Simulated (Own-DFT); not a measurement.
# Which defects push the lattice out? zincblende GaAs

Everything here is calculated. The program is Own-DFT (plane waves, in-house, since retired, never reviewed by a person); positions were held fixed, and spin and spin-orbit coupling were off.

Settings: PBE; PseudoDojo norm-conserving scalar-relativistic files; cutoff 42 hartree; 3 x 3 x 3 k mesh centred on Gamma; Fermi-Dirac smearing of 0.1 eV.

Known weak points (not all hold for every row): not probed for a lower state with spin; forces not confirmed at this smearing and k mesh; stress not checked against mesh or cutoff.

All runs share one cell, with vectors in Å (10.862, 0.000, 0.000); (0.000, 10.862, 0.000); (0.000, 0.000, 11.796) and a volume of 1391.7 Å³, strained against the parent crystal. The atoms are randomly displaced, by u rms on each axis. The defect's site can differ from row to row.

```
                             cell     formula   u (Å)  P (GPa)
                        no defect    As32Ga32  0.0282     6.64
                        no defect    As32Ga32  0.0285     6.64
                        no defect    As32Ga32  0.0475     6.93
              one In on a Ga site  As32Ga31In  0.0305     7.42
              one In on a Ga site  As32Ga31In  0.0310     7.42
              one In on a Ga site  As32Ga31In  0.0316     7.41
              one Al on a Ga site  AlAs32Ga31  0.0290     6.64
              one Al on a Ga site  AlAs32Ga31  0.0489     7.09
              one Al on a Ga site  AlAs32Ga31  0.0501     7.11
              one P on an As site   As31Ga32P  0.0296     6.40
              one P on an As site   As31Ga32P  0.0471     6.68
              one P on an As site   As31Ga32P  0.0527     6.82
one As vacancy and one Ga vacancy    As31Ga31  0.0294     5.88
one As vacancy and one Ga vacancy    As31Ga31  0.0296     6.05
one As vacancy and one Ga vacancy    As31Ga31  0.0474     6.20
one As vacancy and one Ga vacancy    As31Ga31  0.0513        ?
```

## Worked fit

P = P0 + c u² + a shift for each defect gives P0 = 6.45 GPa, c = 222 ± 22 GPa/Å² and a scatter of 0.05 GPa. The shifts, and each times the cell's volume:

- one In on a Ga site: 0.75 ± 0.05 GPa, 6.5 eV
- one Al on a Ga site: 0.07 ± 0.05 GPa, 0.6 eV (not resolved)
- one P on an As site: -0.25 ± 0.05 GPa, -2.2 eV
- one As vacancy and one Ga vacancy: -0.70 ± 0.04 GPa, -6.1 eV

A positive shift means that the defect pushes the cell outwards. Shift times volume (160.2 GPa Å³ is 1 eV) depends little on the cell's size, so, taken for each site, it can be compared between cells at like pressure. The atoms around the defects weren't relaxed, which would change these numbers.

## Withheld run

Q: what pressure belongs in the blank (one As vacancy and one Ga vacancy, u = 0.0513 Å)?

The fitted form gives 6.33 ± 0.07 GPa. Computed: 6.46 GPa.
